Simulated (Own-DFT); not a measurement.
# Reading a pressure off an energy slope: corundum Al2O3, 78 atoms (Al32O46), with two O vacancies

All values are computed. Each geometry was run twice at fixed positions with Own-DFT, a retired in-house plane-wave program that no person has reviewed: with PBE, and with HSE06 (exact exchange share 0.25 at short range, screening 0.11 per bohr, Gygi-Baldereschi treatment of its divergence). Both used PseudoDojo norm-conserving files made for PBE, a cutoff of 48 hartree, the Gamma point alone, fixed occupations, a neutral cell and no spin. With Gamma alone and a thickness of 7.9 Å, finite-size errors remain in every number. The oxygen file's force components were 24 meV/Å off all-electron values in a glass.

Unstrained cell vectors in Å: (5.494, 0.000, 8.660); (-2.747, 4.758, 8.660); (-2.747, -4.758, 8.660), volume V0 = 679.1 Å³, from measured lattice constants. Each geometry has its own random strain of a few per cent, its own defect sites and random moves of rms u per axis. HSE06 gave the energy alone. D is its energy less that of PBE, over the lowest D shown. The PBE stress wasn't checked against mesh or cutoff.

```
run  V - V0 (Å³)   u (Å)  P with PBE (GPa)  D (eV)
  1        -15.1  0.0499             15.94   0.662
  2         12.9  0.0298              3.02   1.685
  3         15.5  0.0337              2.35   1.835
  4         20.4  0.0313              0.55   1.977
  5         13.2  0.0318              2.44   1.797
  6        -32.5  0.0519             23.06   0.000
  7         -4.5  0.0298              9.19   0.989
  8         21.1  0.0321             -0.03   2.042
  9         -8.5  0.0502             12.64   1.026
 10         11.2  0.0307              3.04   1.624
 11          1.2  0.0311              6.93   1.240
 12         -3.5  0.0324              9.45   1.029
 13         -9.0  0.0297             11.02       ?
```

## What the rows give

D = 1.08 + 0.0413 (V - V0) + 99 u² eV, with an error of 0.0011 on the volume slope, 25 on the last term and a scatter of 0.04 eV. Pressure is -dE/dV, and 1 eV/Å³ is 160.2 GPa, so HSE06 changes the pressure by -6.6 ± 0.2 GPa. With the ions held to the strained lattice, the PBE pressure falls by 258 ± 9 GPa per unit of volume strain; the shape of the strain isn't fitted, so the true error is larger, and a relaxed crystal would be softer. On that slope HSE06's volume at a given pressure is about 2.6 % smaller, or 0.9 % in lengths. At u = 0 and V0 the PBE pressure is 6.3 GPa, which puts the zero-pressure volume, against the measured cell and with the defects in, at +2.5 % for PBE and -0.1 % for HSE06, each good to a few tenths of a per cent.

## Withheld run

The question: what D should run 13 give?

The fitted form gives 0.80 eV, with rows scattering by 0.04. DFT gave 0.840 eV.
